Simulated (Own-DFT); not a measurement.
Al32O47 (corundum with one vacancy, atoms displaced) (calculated)

Computed with Own-DFT development build. A calculation, not a measurement: plane-wave PBE density functional theory by an unreviewed code, no spin, of a simulated periodic cell, stress positive in tension, free energy of the whole cell less one offset for each atom, defect cell not probed for a lower state with spin; oxygen file: force components 24 meV/angstrom off all-electron in one glass; forces on such cells passed a denser k mesh, this cell's mesh not checked; offsets are fitted by least squares, one for each functional and potential file, so energies compare only between cells with the same atoms and settings and are not formation energies; the far tail of each file's local potential was reset to the Coulomb form; each entry is a single point on an unrelaxed cell, so the pressure reflects the starting lattice, mostly measured values, from which strain is counted, and rises with the displacements; printed positions are rounded, which can move forces by about a meV/angstrom; the program is a retired in-house code; no spin-orbit coupling; before rounding, a Quantum ESPRESSO 7.3.1 run of the same cell and cutoff gave forces within 1 meV/angstrom rms on each cell, which checks the program and not the settings.

Settings shared by all entries: functional PBE; potential files PseudoDojo norm-conserving, scalar-relativistic, standard set; wave cutoff 72 hartree; occupations Fermi-Dirac; smearing width 0.1 eV; k mesh 3 x 3 x 3 centred on Gamma.

```yaml
- entry: 1
  formula: Al32O47
  kind: "corundum with one vacancy, atoms displaced"
  structure:
    cell_angstrom:
      - [5.494, 0.0, 8.6604]
      - [-2.747, 4.7579, 8.6604]
      - [-2.747, -4.7579, 8.6604]
    atoms_fractional:
      - [Al, 0.17391, 0.17647, 0.17591]
      - [Al, 0.32624, 0.31992, 0.33077]
      - [Al, 0.41879, 0.42492, 0.43112]
      - [Al, 0.07575, 0.07936, 0.07007]
      - [O, 0.2819, 0.47262, 0.11793]
      - [O, 0.47179, 0.12314, 0.28168]
      - [O, 0.12083, 0.2772, 0.47881]
      - [O, 0.22462, 0.02555, 0.37491]
      - [O, 0.02055, 0.38199, 0.21929]
      - [O, 0.37196, 0.22283, 0.0278]
      - [Al, 0.17693, 0.1721, 0.67579]
      - [Al, 0.32784, 0.32236, 0.82006]
      - [Al, 0.42426, 0.42352, 0.92871]
      - [Al, 0.07374, 0.07941, 0.56839]
      - [O, 0.27915, 0.47406, 0.62366]
      - [O, 0.47574, 0.12134, 0.77568]
      - [O, 0.1216, 0.28125, 0.97418]
      - [O, 0.22399, 0.02669, 0.87269]
      - [O, 0.03096, 0.37962, 0.71773]
      - [O, 0.38437, 0.22328, 0.52482]
      - [Al, 0.16912, 0.67867, 0.17742]
      - [Al, 0.32261, 0.82912, 0.31919]
      - [Al, 0.42387, 0.9257, 0.4284]
      - [Al, 0.06808, 0.57496, 0.07856]
      - [O, 0.27961, 0.96859, 0.12962]
      - [O, 0.48045, 0.62267, 0.26943]
      - [O, 0.12341, 0.77844, 0.46648]
      - [O, 0.21904, 0.5282, 0.37244]
      - [O, 0.03159, 0.87726, 0.21508]
      - [O, 0.37136, 0.724, 0.02669]
      - [Al, 0.17544, 0.67382, 0.67557]
      - [Al, 0.3197, 0.82693, 0.82576]
      - [Al, 0.42456, 0.92001, 0.92966]
      - [Al, 0.07475, 0.57625, 0.57259]
      - [O, 0.27661, 0.97426, 0.62356]
      - [O, 0.46945, 0.63099, 0.77794]
      - [O, 0.11982, 0.78185, 0.97093]
      - [O, 0.22387, 0.52473, 0.87791]
      - [O, 0.03444, 0.87419, 0.71774]
      - [O, 0.37663, 0.722, 0.52372]
      - [Al, 0.67305, 0.17212, 0.18254]
      - [Al, 0.82454, 0.31839, 0.32658]
      - [Al, 0.924, 0.4249, 0.4331]
      - [Al, 0.57346, 0.07683, 0.07201]
      - [O, 0.78151, 0.47216, 0.12287]
      - [O, 0.97065, 0.12186, 0.28311]
      - [O, 0.62873, 0.27565, 0.47481]
      - [O, 0.72024, 0.03726, 0.36865]
      - [O, 0.87344, 0.22662, 0.0238]
      - [Al, 0.68015, 0.17089, 0.6809]
      - [Al, 0.82623, 0.32193, 0.83009]
      - [Al, 0.92625, 0.43122, 0.92564]
      - [Al, 0.57304, 0.07301, 0.57286]
      - [O, 0.77288, 0.4716, 0.62167]
      - [O, 0.96892, 0.12443, 0.7868]
      - [O, 0.62583, 0.27653, 0.9707]
      - [O, 0.72364, 0.01751, 0.8776]
      - [O, 0.52463, 0.37947, 0.72292]
      - [O, 0.88021, 0.21609, 0.52976]
      - [Al, 0.67302, 0.67931, 0.17584]
      - [Al, 0.82555, 0.82398, 0.3262]
      - [Al, 0.92098, 0.93146, 0.42458]
      - [Al, 0.57849, 0.57232, 0.06794]
      - [O, 0.78301, 0.97094, 0.1214]
      - [O, 0.96607, 0.62857, 0.27965]
      - [O, 0.62317, 0.78266, 0.47244]
      - [O, 0.72122, 0.53114, 0.37275]
      - [O, 0.52974, 0.87758, 0.2163]
      - [O, 0.87523, 0.72645, 0.02776]
      - [Al, 0.67886, 0.68077, 0.67287]
      - [Al, 0.82016, 0.82626, 0.81824]
      - [Al, 0.92717, 0.92291, 0.92671]
      - [Al, 0.57703, 0.57522, 0.57331]
      - [O, 0.77622, 0.97351, 0.62491]
      - [O, 0.97287, 0.62872, 0.77719]
      - [O, 0.62599, 0.7706, 0.97534]
      - [O, 0.71888, 0.52371, 0.87651]
      - [O, 0.527, 0.87877, 0.71887]
      - [O, 0.87377, 0.72436, 0.5265]
  results:
    "free_energy_of_cell_above_offsets [eV]": "-56.609"
    "pressure [GPa]": 7.2
    "stress_xx [GPa]": -7.63
    "stress_yy [GPa]": -7.1
    "stress_zz [GPa]": -6.86
    "stress_yz [GPa]": 0.71
    "stress_xz [GPa]": 0.26
    "stress_xy [GPa]": 0.59
    force_element: [Al, Al, Al, Al, O, O, O, O, O, O, Al, Al, Al, Al, O, O, O, O, O, O, Al, Al, Al, Al, O, O, O, O, O, O, Al, Al, Al, Al, O, O, O, O, O, O, Al, Al, Al, Al, O, O, O, O, O, Al, Al, Al, Al, O, O, O, O, O, O, Al, Al, Al, Al, O, O, O, O, O, O, Al, Al, Al, Al, O, O, O, O, O, O]
    "force_x [eV/angstrom]": [-0.09, 0.478, 1.767, -0.288, -1.371, -0.143, 0.716, -0.497, 0.741, 0.467, -0.588, -0.296, 0.185, 0.498, -0.238, -0.792, 0.737, -0.477, 0.022, -1.604, 1.164, 0.666, 0.539, 0.73, -0.191, -1.562, 0.038, -0.03, -0.954, 0.185, 0.131, 0.464, 0.241, -0.067, -0.12, 0.446, 0.747, -0.448, -0.482, -0.111, -0.315, -0.774, 0.141, 0.357, 0.147, 0.495, -0.549, 0.536, 0.371, -0.616, -0.344, -0.028, 0.297, -0.054, 0.665, -0.17, -0.594, 0.863, -0.783, 0.812, -0.174, 0.725, -1.041, -1.048, 0.666, 0.297, -0.014, -0.49, -0.086, -0.957, 0.095, -0.158, -0.636, 0.552, 0.1, 0.123, 0.605, 0.26, 0.109]
    "force_y [eV/angstrom]": [0.236, 1.577, 1.443, -0.311, -1.287, 0.035, 0.577, 0.695, -1.355, -0.429, 0.043, -0.288, 1.078, -1.651, -0.103, -0.308, -0.173, 0.168, -0.443, -0.302, 0.28, -1.61, -0.067, 0.645, 1.648, -0.705, -0.205, -0.549, -0.188, -0.157, 0.181, -0.457, 0.39, 0.348, 0.014, -0.236, -0.536, 0.662, 0.27, -0.103, 2.25, 1.176, 1.139, -0.344, -0.239, 0.748, 0.208, -1.899, -0.822, 0.867, 0.474, -0.323, 0.02, -0.904, 0.612, -0.183, 0.888, -0.592, 0.549, -0.379, 0.902, -0.376, -1.711, -0.396, -0.489, 0.117, -0.525, -0.137, -0.391, -0.79, -0.952, 0.386, 0.14, 0.092, -0.153, 1.315, 1.165, -0.359, 0.089]
    "force_z [eV/angstrom]": [0.738, -0.649, 0.993, -0.783, 0.918, -0.3, 0.276, -0.033, 0.106, 0.064, 0.422, 0.615, 0.166, 0.009, -0.385, 0.23, -0.251, 0.615, -0.275, -1.396, -0.266, 0.344, -0.415, -0.131, -0.97, -0.098, 0.328, 0.456, 0.378, 0.305, 1.297, -0.688, 0.491, -0.174, 0.406, -0.37, 0.612, -0.658, -0.218, 0.042, -0.186, 0.538, -1.059, -0.054, -0.184, 0.083, -0.495, 0.622, 0.787, -0.248, -0.942, -0.338, 1.22, 1.769, -0.416, -0.272, 0.399, -0.521, -0.284, 0.121, -0.983, 0.094, -0.069, 0.425, 0.228, 0.135, 0.129, 0.261, -0.888, -1.161, 1.27, -0.372, -0.559, -0.529, -0.748, -0.272, 0.359, 0.073, 0.318]
- entry: 2
  formula: Al32O47
  kind: "corundum with one vacancy, atoms displaced"
  structure:
    cell_angstrom:
      - [5.494, 0.0, 8.6604]
      - [-2.747, 4.7579, 8.6604]
      - [-2.747, -4.7579, 8.6604]
    atoms_fractional:
      - [Al, 0.1761, 0.17699, 0.17834]
      - [Al, 0.32201, 0.32315, 0.32643]
      - [Al, 0.42699, 0.42188, 0.43086]
      - [Al, 0.07851, 0.07193, 0.07479]
      - [O, 0.27733, 0.47159, 0.12843]
      - [O, 0.4717, 0.12198, 0.27722]
      - [O, 0.11876, 0.27455, 0.47792]
      - [O, 0.22957, 0.0204, 0.37743]
      - [O, 0.02609, 0.37844, 0.22209]
      - [O, 0.37491, 0.21861, 0.0343]
      - [Al, 0.1747, 0.17237, 0.68057]
      - [Al, 0.31972, 0.32577, 0.8263]
      - [Al, 0.42795, 0.42764, 0.92473]
      - [Al, 0.07437, 0.072, 0.57098]
      - [O, 0.28353, 0.46659, 0.62038]
      - [O, 0.47146, 0.13032, 0.77336]
      - [O, 0.12673, 0.27488, 0.97376]
      - [O, 0.21964, 0.03672, 0.87282]
      - [O, 0.02913, 0.37331, 0.7247]
      - [O, 0.37353, 0.22115, 0.52551]
      - [Al, 0.17606, 0.67203, 0.17765]
      - [Al, 0.32478, 0.82446, 0.32263]
      - [Al, 0.42312, 0.92092, 0.4278]
      - [Al, 0.07434, 0.57431, 0.06859]
      - [O, 0.27131, 0.97655, 0.12628]
      - [O, 0.46973, 0.6237, 0.28063]
      - [O, 0.11973, 0.77667, 0.47538]
      - [O, 0.22175, 0.52704, 0.37901]
      - [O, 0.02824, 0.87181, 0.22327]
      - [O, 0.38426, 0.72052, 0.0187]
      - [Al, 0.17945, 0.67214, 0.6758]
      - [Al, 0.32378, 0.82846, 0.8251]
      - [Al, 0.42454, 0.92452, 0.92904]
      - [Al, 0.06988, 0.57545, 0.57326]
      - [O, 0.27266, 0.97909, 0.62232]
      - [O, 0.47362, 0.62132, 0.77582]
      - [O, 0.12699, 0.77699, 0.97416]
      - [O, 0.21816, 0.52721, 0.87562]
      - [O, 0.36982, 0.72731, 0.52605]
      - [Al, 0.67623, 0.18, 0.17905]
      - [Al, 0.82328, 0.32753, 0.32305]
      - [Al, 0.92265, 0.42688, 0.42993]
      - [Al, 0.5669, 0.07792, 0.07571]
      - [O, 0.77803, 0.46712, 0.12428]
      - [O, 0.96266, 0.12923, 0.28569]
      - [O, 0.61972, 0.28247, 0.46967]
      - [O, 0.71471, 0.03736, 0.37211]
      - [O, 0.52926, 0.37429, 0.22009]
      - [O, 0.88324, 0.22252, 0.02066]
      - [Al, 0.68054, 0.17726, 0.67786]
      - [Al, 0.83329, 0.31846, 0.81955]
      - [Al, 0.92365, 0.42516, 0.93158]
      - [Al, 0.57918, 0.07004, 0.57346]
      - [O, 0.77511, 0.4712, 0.63024]
      - [O, 0.97671, 0.12717, 0.77467]
      - [O, 0.62532, 0.2842, 0.96833]
      - [O, 0.72255, 0.0195, 0.88425]
      - [O, 0.52824, 0.36866, 0.72659]
      - [O, 0.88013, 0.22327, 0.5272]
      - [Al, 0.67541, 0.6708, 0.17886]
      - [Al, 0.82672, 0.81986, 0.32641]
      - [Al, 0.92313, 0.93058, 0.42497]
      - [Al, 0.58025, 0.56841, 0.07517]
      - [O, 0.78118, 0.97504, 0.12271]
      - [O, 0.97236, 0.62552, 0.27723]
      - [O, 0.62523, 0.78261, 0.46781]
      - [O, 0.72094, 0.52249, 0.37389]
      - [O, 0.53244, 0.87382, 0.21916]
      - [O, 0.87887, 0.72426, 0.02584]
      - [Al, 0.67827, 0.67632, 0.67126]
      - [Al, 0.81365, 0.82781, 0.82995]
      - [Al, 0.92875, 0.93182, 0.91829]
      - [Al, 0.5669, 0.57688, 0.57875]
      - [O, 0.77999, 0.97112, 0.62369]
      - [O, 0.97458, 0.62389, 0.77797]
      - [O, 0.62146, 0.77731, 0.97024]
      - [O, 0.72191, 0.52756, 0.87487]
      - [O, 0.52699, 0.87392, 0.72291]
      - [O, 0.88074, 0.71866, 0.52996]
  results:
    "free_energy_of_cell_above_offsets [eV]": "-56.359"
    "pressure [GPa]": 7.29
    "stress_xx [GPa]": -7.87
    "stress_yy [GPa]": -7.42
    "stress_zz [GPa]": -6.6
    "stress_yz [GPa]": 0.65
    "stress_xz [GPa]": -0.02
    "stress_xy [GPa]": 0.4
    force_element: [Al, Al, Al, Al, O, O, O, O, O, O, Al, Al, Al, Al, O, O, O, O, O, O, Al, Al, Al, Al, O, O, O, O, O, O, Al, Al, Al, Al, O, O, O, O, O, Al, Al, Al, Al, O, O, O, O, O, O, Al, Al, Al, Al, O, O, O, O, O, O, Al, Al, Al, Al, O, O, O, O, O, O, Al, Al, Al, Al, O, O, O, O, O, O]
    "force_x [eV/angstrom]": [-0.308, 0.121, -0.156, -0.849, 0.314, -0.408, 0.536, -0.763, 0.417, -0.606, 0.351, 0.835, -0.098, 0.156, -1.465, 0.242, -0.501, 0.822, 0.178, 0.259, 0.336, -0.361, 0.033, -0.514, 0.716, 0.34, 0.733, 0.283, -0.187, -1.34, -1.607, 0.311, 0.044, 0.909, 1.017, -0.827, 0.185, 0.856, 1.055, 0.926, -0.287, 0.489, 1.094, -0.643, 1.197, 1.407, 1.16, -0.526, -0.814, -0.035, -1.58, 1.22, -1.46, 0.458, -0.399, 0.313, -0.237, -0.444, -1.116, -0.107, -0.015, 0.597, -0.655, 0.016, -0.262, 0.038, -0.876, -0.175, -0.507, -0.346, 1.737, -0.101, 0.902, -0.601, -0.6, 0.269, 0.187, 0.39, -1.671]
    "force_y [eV/angstrom]": [-0.109, -0.651, 0.644, 0.25, 0.396, 0.16, 1.182, 1.322, -0.184, 0.974, 1.438, -0.005, -0.776, -1.222, -0.462, -1.19, 0.079, -1.245, 0.549, -0.42, 0.17, -0.298, 1.028, -0.265, -0.647, 0.445, 0.696, 0.599, 0.424, -0.734, 0.79, -0.015, 0.833, -0.917, -1.308, 0.847, 0.569, -0.16, -1.005, 0.699, -0.606, 0.252, -0.768, 0.042, 0.22, -0.681, -1.604, 0.126, -1.0, -0.181, -0.012, 0.859, 0.469, 0.949, -0.745, -0.55, 1.661, 0.92, -0.126, 0.869, 1.478, -0.447, 0.527, -0.121, -0.592, -0.998, -0.168, -0.533, -0.439, -0.951, -0.165, -0.96, -0.14, -0.088, -0.253, -0.482, 0.244, 0.551, 0.959]
    "force_z [eV/angstrom]": [-0.028, -0.126, -1.138, -0.632, -0.573, 0.309, 0.453, -1.053, -0.396, -0.599, 0.042, -0.447, 0.248, 0.399, 1.31, -0.064, 0.44, -0.036, -0.111, 0.343, 0.347, -0.607, 1.384, 0.976, 0.231, 0.128, 0.669, -0.711, 0.682, 0.007, -0.585, -0.855, -0.08, 0.887, 0.313, 0.348, -0.275, 0.325, 0.328, -1.618, -0.335, 0.224, 1.538, 1.024, -0.086, 1.066, 0.63, 0.359, 0.008, -0.942, 0.823, -0.878, -0.02, -0.62, -0.568, -0.266, -0.566, 0.599, -1.019, 0.533, -0.341, -0.025, -1.049, -0.001, -0.22, -0.21, 1.17, -0.686, -1.04, 0.556, 0.099, 0.194, -0.409, 0.368, 0.121, 0.936, 0.173, -0.011, -1.36]
```
